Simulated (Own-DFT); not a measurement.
# How strain changes the stress of diamond-structure GeSn with randomly placed atoms, 64 atoms (Ge60Sn4)

These are calculations, not measurements. The program, named Own-DFT, is a retired in-house plane-wave density functional code that no person has reviewed. Each row is one single-point run on a periodic cell that was not relaxed, without spin or spin-orbit coupling.

Settings of every run: PBE; PseudoDojo norm-conserving scalar-relativistic files; cutoff 49 hartree; 3 x 3 x 3 k mesh centred on Gamma; Fermi-Dirac smearing of 0.1 eV.

Known limits: forces on such cells moved up to 12 meV/angstrom on a denser k mesh; stress not checked against mesh or cutoff.

Unstrained cell vectors in Å: (11.420, 0.000, 0.000); (0.000, 11.420, 0.000); (0.000, 0.000, 11.420). The unstrained cell has measured lattice constants (interpolated for alloys), not those of this functional. That, the random moves and any unrelaxed bonds set the pressure at no strain. Each run strains this cell uniformly, with the atoms carried along. Every atom was also moved at random, by a Gaussian of width 0.05 Å on each axis. The random placing of the alloy's atoms differs from row to row. Strain is the symmetric tensor, in per cent. Stress is positive in tension, and the pressure is minus a third of its trace.

| run | e_xx (%) | e_yy (%) | e_zz (%) | s_xx (GPa) | s_yy (GPa) | s_zz (GPa) | P (GPa) | E (meV/atom) |
|---|---|---|---|---|---|---|---|---|
| 1 | 1.25 | 1.25 | 0.00 | -2.96 | -2.70 | -3.51 | 3.06 | 5.0 |
| 2 | -0.50 | -0.50 | 0.00 | -5.74 | -5.75 | -5.35 | 5.61 | 22.1 |
| 3 | -0.25 | -0.25 | 0.00 | -5.39 | -5.41 | -5.15 | 5.32 | 26.4 |
| 4 | 2.25 | 2.25 | 0.00 | -1.27 | -1.37 | -2.78 | 1.81 | 0.0 |
| 5 | -2.50 | -2.50 | 0.00 | -9.86 | -9.82 | -8.09 | 9.26 | 75.0 |
| 6 | 2.50 | 2.50 | 0.00 | -1.01 | -1.09 | -2.53 | 1.54 | 2.6 |
| 7 | -2.75 | -2.75 | 0.00 | -10.38 | -10.41 | -8.75 | 9.85 | 87.2 |
| 8 | 1.00 | 1.00 | 0.00 | -3.22 | -3.32 | -3.65 | 3.39 | 5.5 |
| 9 | -1.75 | -1.75 | 0.00 | ? | ? | ? | ? | ? |

E is the free energy for each atom above the lowest run shown.

## Worked fit

The change of volume is close to e_xx + e_yy + e_zz. A straight line through the runs shown gives P = 5.21 - 79 x (fractional change of volume) GPa, with an error of 3 on the slope and a scatter of 0.32 GPa. The strain isn't the same on all axes, but the crystal is cubic, so the slope still estimates the bulk modulus, averaged over pressures from 1.5 to 9.8 GPa.

## Withheld run

Question: what pressure should run 9 give? Its volume changes by -3.47 %.

The line gives 8.0 GPa. The calculation gave 7.77 GPa.
